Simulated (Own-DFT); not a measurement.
# How strain changes the stress of beta-Si3N4, 112 atoms (N64Si48)

Everything here is calculated. The program is Own-DFT (plane waves, in-house, since retired, never reviewed by a person); positions were held fixed, and spin and spin-orbit coupling were off.

Settings: PBE; PseudoDojo norm-conserving scalar-relativistic files; cutoff 42 hartree; 2 x 2 x 4 k mesh centred on Gamma; Fermi-Dirac smearing of 0.1 eV.

Keep in mind (not all hold for every row): some atoms lie very close together; forces on such cells moved up to 12 meV/angstrom on a denser k mesh; stress not checked against mesh or cutoff.

Unstrained cell vectors in Å: (15.212, 0.000, 0.000); (-7.606, 13.174, 0.000); (0.000, 0.000, 5.818). The unstrained cell has measured lattice constants (interpolated for alloys), not those of this functional. That, the random moves and any unrelaxed bonds set the pressure at no strain. In each run the cell takes a homogeneous strain; fractional positions stay. All atoms carry random offsets, Gaussian with a width of 0.05 Å per axis. Strain is the symmetric tensor, in per cent. Stress is positive in tension, and the pressure is minus a third of its trace.

```
run  e_xx (%)  e_yy (%)  e_zz (%)  e_yz (%)  e_xz (%)  e_xy (%)  s_xx (GPa)  s_yy (GPa)  s_zz (GPa)  s_yz (GPa)  s_xz (GPa)  s_xy (GPa)  P (GPa)  E (meV/atom)
  1      0.47      1.13     -1.08     -0.35      0.17     -1.42       -6.02       -1.49      -15.80       -2.26        0.42       -7.91     7.77          36.7
  2     -0.76      0.22     -1.82     -0.02     -0.28     -1.37      -13.94       -8.07      -23.34        0.83        2.45       -7.21    15.12          44.6
  3      1.02     -0.47     -1.41      1.38      0.83     -0.76       -6.03       -7.13      -22.12        5.51        3.41       -1.71    11.76          61.6
  4      0.62     -0.24      1.57      1.09     -0.26      0.99       -2.38       -3.99       -2.01        3.55       -0.54        3.66     2.79          15.0
  5     -1.86      0.21     -1.44      1.31      1.07      0.55      -20.43      -10.37      -21.36        4.76        3.45        2.48    17.39          55.6
  6     -0.45      0.96     -0.28      1.10      0.83      0.50       -9.03       -3.88      -10.66        5.25        4.23        0.13     7.86          17.6
  7     -1.23     -0.51      0.48      0.71      1.80      0.21      -13.89      -11.00      -10.48        1.90        4.91       -0.88    11.79          45.6
  8     -1.87      0.91      0.84     -1.67     -0.84     -0.68      -16.76       -3.33       -5.72       -3.77       -1.90       -5.03     8.60          30.9
  9      1.68      1.13      1.12      1.47      1.22      1.31        3.89        2.85       -4.62        5.96        5.24        4.18    -0.71          29.7
 10     -1.02     -0.12      1.33     -1.03     -1.83      1.94      -12.61       -8.85       -1.63       -4.25       -5.46        7.78     7.69          29.0
 11     -0.39      0.65     -0.69     -0.64     -0.91      0.49       -8.94       -5.86      -15.24       -1.79       -1.76        1.92    10.01          37.5
 12     -1.78     -0.87     -0.63      0.29     -0.69     -0.78      -18.17      -14.86      -20.10        0.90       -1.20       -3.15    17.71          60.5
 13      0.76     -0.47      1.59     -0.29     -0.82      0.86       -1.99       -7.13        1.05       -2.32       -2.86        1.47     2.69           0.0
 14     -1.56      0.22     -0.41      0.93      1.59     -1.37      -13.80       -8.82      -15.65        2.79        5.50       -5.22    12.76          34.9
 15     -1.97      0.75      0.13     -1.26     -1.80     -1.79      -18.53       -5.94      -10.23       -3.94       -6.68       -6.20    11.57          46.7
 16      1.63     -0.04      1.36      1.61      1.69     -1.23        1.28       -4.07       -0.17        4.98        4.17       -5.10     0.99          28.1
 17      1.47     -1.04      0.85     -1.98      1.86     -0.27        0.18       -9.64       -6.73       -6.51        6.54       -1.08     5.39          32.7
 18     -0.12      1.34      1.93     -1.30     -1.42      1.27           ?           ?           ?           ?           ?           ?        ?             ?
```

E is the free energy for each atom above the lowest run shown.

## Working it out

Regress every stress component on the fractional strains (shears doubled) of the visible runs, with a constant. Shear strains stay in the fit of a normal stress only where such slopes are resolved. The slopes, in GPa:

```
stress,at no strain,per e_xx,per e_yy,per e_zz,scatter
s_xx,-7.9,523 ± 23,89 ± 42,126 ± 27,1.15
s_yy,-6.8,165 ± 19,502 ± 35,81 ± 22,0.95
s_zz,-11.6,48 ± 32,164 ± 57,683 ± 37,1.57
```

The slope of each shear stress on twice its own strain, from a fit on all six strains: yz 164 ± 13, xz 155 ± 15, xy 194 ± 17 GPa. These are stiffnesses along x, y and z of the frame in which the cell vectors are given, with the crystal's c axis along z: C11, C12, C13 and C33. Hexagonal symmetry asks that xx and yy behave alike, which is a second check on the noise. No internal relaxation is included, and where it is allowed it would reduce some of the slopes. Slopes across the diagonal should nearly agree, so their difference gauges the noise. A ninth of the table's sum, 264 ± 7 GPa, estimates the bulk modulus near the mean pressure of these runs, 8.9 GPa, so it lies above the value at zero pressure.

## Prediction

Asked: what normal stresses and pressure should run 18 give?

Estimate: s_xx = -4.9, s_yy = 1.3, s_zz = 3.8 and P = -0.1 GPa. The hidden result is -4.18, 0.85, 2.05 and P = 0.43 GPa.
